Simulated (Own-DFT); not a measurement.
# Misfit strain and the stress it brings: wurtzite AlGaN with randomly placed atoms, 96 atoms (Al12Ga36N48)

Calculated, not measured: single-point runs of Own-DFT, a retired in-house plane-wave DFT program that no person has reviewed, on unrelaxed cells, without spin or spin-orbit coupling.

Method: PBE; PseudoDojo norm-conserving scalar-relativistic files (stringent for Ga); cutoff 96 hartree; 3 x 4 x 3 k mesh centred on Gamma; Gaussian smearing of 0.01 eV.

Caveats: k mesh not checked against a denser one; stress not checked against mesh or cutoff.

Unstrained cell vectors in Å: (12.679, 0.000, 0.000); (-4.755, 8.235, 0.000); (0.000, 0.000, 10.268). The unstrained cell has measured lattice constants (interpolated for alloys), not those of this functional. That, the random moves and any unrelaxed bonds set the pressure at no strain. Each run strains x and y alike by e, as a substrate would, and holds the height along z. All atoms carry random offsets, Gaussian with a width of 0.05 Å per axis. The random placing of the alloy's atoms differs from row to row. Stress is positive in tension.

| e (%) | u (Å) | (s_xx + s_yy)/2 (GPa) | s_zz (GPa) |
|---|---|---|---|
| -2.75 | 0.050 | -25.02 | -11.37 |
| -2.00 | 0.049 | -18.90 | -11.57 |
| -1.75 | 0.047 | -18.11 | -9.02 |
| -1.50 | 0.051 | ? | ? |
| -0.50 | 0.048 | -10.41 | -7.24 |
| 0.75 | 0.051 | -3.00 | -6.90 |
| 1.00 | 0.049 | -2.03 | -4.77 |
| 2.25 | 0.055 | 2.99 | -4.09 |
| 2.50 | 0.052 | 5.17 | -4.53 |
| 2.75 | 0.048 | 6.39 | -3.71 |

## What the rows give

With e as a fraction, the in-plane stress is -7.3 + 558 e - 2682 e² GPa (errors 9 and 654, scatter 0.53), and s_zz is -7.4 + 141 e GPa (slope ± 15, scatter 0.89). At e = 0 the first slope is C11 + C12 and the second 2 C13, both with the ions held to the strained lattice and at the cell's own pressure. The term in e² is negative: the layer stiffens under compression and softens under tension. A free layer would change its height as e changes, and the in-plane slope would drop by 2 C13²/C33 to the biaxial modulus. At fixed height, a misfit of 1 % moves the in-plane stress by about 5.6 GPa and s_zz by 1.4 GPa.

## The run left out

The question: what are the two stresses at e = -1.50 %?

From the fit: -16.3 and -9.5 GPa. DFT gave -16.25 and -8.74 GPa.
